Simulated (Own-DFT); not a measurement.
# Point defects and the pressure they add: grey tin

Everything here is calculated. The program is Own-DFT (plane waves, in-house, since retired, never reviewed by a person); positions were held fixed, and spin and spin-orbit coupling were off.

Method: PBE; PseudoDojo norm-conserving scalar-relativistic files; cutoff 42 hartree; 3 x 3 x 3 k mesh centred on Gamma; cold (Marzari-Vanderbilt) smearing of 0.2 eV.

Keep in mind (not all hold for every row): not probed for a lower state with spin; forces on such cells moved up to 12 meV/angstrom on a denser k mesh; stress not checked against mesh or cutoff.

All runs share one cell, with vectors in Å (12.978, 0.000, 0.000); (0.000, 12.978, 0.000); (0.000, 0.000, 12.978) and a volume of 2185.9 Å³. Atoms were moved at random from their sites; u is the rms move along one axis. The defect's site can differ from row to row.

```
cell,formula,u (Å),P (GPa)
no defect,Sn64,0.0198,3.37
no defect,Sn64,0.0473,3.56
no defect,Sn64,0.0536,3.57
one Sn vacancy,Sn63,0.0301,3.25
one Sn vacancy,Sn63,0.0323,3.20
one Sn vacancy,Sn63,0.0491,3.35
one Sn vacancy,Sn63,0.0495,?
two Sn vacancies,Sn62,0.0310,3.09
two Sn vacancies,Sn62,0.0316,3.09
two Sn vacancies,Sn62,0.0485,3.26
```

## Worked fit

P = P0 + c u² + a shift for each defect gives P0 = 3.33 GPa, c = 94 ± 12 GPa/Å² and a scatter of 0.03 GPa. The shifts, and each times the cell's volume:

- one Sn vacancy: -0.20 ± 0.02 GPa, -2.7 eV
- two Sn vacancies: -0.32 ± 0.02 GPa, -4.4 eV (-2.2 eV for each of its 2 sites)

Against the defect-free cell, a freed cell would be larger where the shift is positive and smaller where it is negative (160.2 GPa Å³ is 1 eV). The atoms around the defects weren't relaxed, which would change these numbers.

## Prediction

Question: what pressure belongs in the blank (one Sn vacancy, u = 0.0495 Å)?

From the fit: 3.36 ± 0.03 GPa. The run itself gave 3.40 GPa.
